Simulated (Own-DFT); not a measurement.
# Strain and stress in diamond-structure GeSn with randomly placed atoms, 64 atoms (Ge56Sn8)

These are calculations, not measurements. The program, named Own-DFT, is a retired in-house plane-wave density functional code that no person has reviewed. Each row is one single-point run on a periodic cell that was not relaxed, without spin or spin-orbit coupling.

Settings of every run: PBE; PseudoDojo norm-conserving scalar-relativistic files; cutoff 49 hartree; 3 x 3 x 3 k mesh centred on Gamma; Fermi-Dirac smearing of 0.1 eV.

Known limits: forces on such cells moved up to 12 meV/angstrom on a denser k mesh; stress not checked against mesh or cutoff.

Unstrained cell vectors in Å: (11.524, 0.000, 0.000); (0.000, 11.524, 0.000); (0.000, 0.000, 11.524). The unstrained cell has measured lattice constants (interpolated for alloys), not those of this functional. That, the random moves and any unrelaxed bonds set the pressure at no strain. Each run strains this cell uniformly, with the atoms carried along. Every atom was also moved at random, by a Gaussian of width 0.05 Å on each axis. The random placing of the alloy's atoms differs from row to row. Strain is the symmetric tensor, in per cent. Stress is positive in tension, and the pressure is minus a third of its trace.

| run | e_xx (%) | e_yy (%) | e_zz (%) | s_xx (GPa) | s_yy (GPa) | s_zz (GPa) | P (GPa) | E (meV/atom) |
|---|---|---|---|---|---|---|---|---|
| 1 | -2.50 | -2.50 | 0.00 | -10.05 | -10.14 | -8.47 | 9.55 | 86.6 |
| 2 | 2.75 | 2.75 | 0.00 | -1.25 | -1.16 | -2.60 | 1.67 | 10.8 |
| 3 | -3.00 | -3.00 | 0.00 | -11.03 | -10.96 | -9.11 | 10.36 | 87.4 |
| 4 | -1.50 | -1.50 | 0.00 | -8.08 | -7.91 | -7.06 | 7.68 | 57.8 |
| 5 | -0.75 | -0.75 | 0.00 | -6.67 | -6.65 | -6.27 | 6.53 | 50.2 |
| 6 | 0.75 | 0.75 | 0.00 | -4.26 | -3.96 | -4.65 | 4.29 | 29.7 |
| 7 | -2.25 | -2.25 | 0.00 | -9.65 | -9.48 | -8.32 | 9.15 | 86.9 |
| 8 | 2.00 | 2.00 | 0.00 | -1.98 | -2.04 | -3.16 | 2.39 | 0.0 |
| 9 | 0.25 | 0.25 | 0.00 | ? | ? | ? | ? | ? |

E is the free energy for each atom above the lowest run shown.

## Worked fit

The change of volume is close to e_xx + e_yy + e_zz. A straight line through the runs shown gives P = 5.62 - 77 x (fractional change of volume) GPa, with an error of 2 on the slope and a scatter of 0.24 GPa. The strain isn't the same on all axes, but the crystal is cubic, so the slope still estimates the bulk modulus, averaged over pressures from 1.7 to 10.4 GPa.

## Withheld run

Question: what pressure should run 9 give? Its volume changes by 0.50 %.

The line gives 5.2 GPa. The calculation gave 4.75 GPa.
